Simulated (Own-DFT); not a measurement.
# Which defects push the lattice out? zincblende GaAs

No measurement is shown. These are fixed-geometry runs of a retired plane-wave code named Own-DFT, which no person has reviewed; spin and spin-orbit coupling are neglected.

Settings: PBE; PseudoDojo norm-conserving scalar-relativistic files; cutoff 42 hartree; 3 x 3 x 3 k mesh centred on Gamma; Fermi-Dirac smearing of 0.1 eV.

Known weak points (not all hold for every row): not probed for a lower state with spin; forces not confirmed at this smearing and k mesh; stress not checked against mesh or cutoff.

All runs share one cell, with vectors in Å (11.737, 0.000, 0.000); (0.000, 11.737, 0.000); (0.000, 0.000, 10.833) and a volume of 1492.4 Å³, strained against the parent crystal. The atoms are randomly displaced, by u rms on each axis. The defect's site can differ from row to row.

| cell | formula | u (Å) | P (GPa) |
|---|---|---|---|
| no defect | As32Ga32 | 0.0297 | 1.26 |
| no defect | As32Ga32 | 0.0500 | 1.57 |
| no defect | As32Ga32 | 0.0534 | 1.62 |
| one P on an As site | As31Ga32P | 0.0281 | 1.01 |
| one P on an As site | As31Ga32P | 0.0292 | 1.03 |
| one P on an As site | As31Ga32P | 0.0299 | 1.01 |
| one As vacancy and one Ga vacancy | As31Ga31 | 0.0289 | 0.92 |
| one As vacancy and one Ga vacancy | As31Ga31 | 0.0465 | 1.19 |
| one As vacancy and one Ga vacancy | As31Ga31 | 0.0517 | 1.29 |
| one In on a Ga site | As32Ga31In | 0.0469 | 2.04 |
| one In on a Ga site | As32Ga31In | 0.0485 | 2.17 |
| one In on a Ga site | As32Ga31In | 0.0510 | 2.16 |
| one Al on a Ga site | AlAs32Ga31 | 0.0298 | 1.19 |
| one Al on a Ga site | AlAs32Ga31 | 0.0302 | 1.25 |
| one Al on a Ga site | AlAs32Ga31 | 0.0434 | 1.37 |
| one Al on a Ga site | AlAs32Ga31 | 0.0492 | ? |

## Analysis

P = P0 + c u² + a shift for each defect gives P0 = 1.09 GPa, c = 186 ± 13 GPa/Å² and a scatter of 0.03 GPa. The shifts, and each times the cell's volume:

- one In on a Ga site: 0.59 ± 0.02 GPa, 5.5 eV
- one Al on a Ga site: -0.05 ± 0.03 GPa, -0.5 eV (not resolved)
- one P on an As site: -0.23 ± 0.03 GPa, -2.2 eV
- one As vacancy and one Ga vacancy: -0.31 ± 0.02 GPa, -2.9 eV

A positive shift means that the defect pushes the cell outwards. Shift times volume (160.2 GPa Å³ is 1 eV) depends little on the cell's size, so, taken for each site, it can be compared between cells at like pressure. The atoms around the defects weren't relaxed, which would change these numbers.

## Test on the hidden row

The question: what pressure belongs in the blank (one Al on a Ga site, u = 0.0492 Å)?

The fit gives 1.50 ± 0.04 GPa. The run itself gave 1.55 GPa.
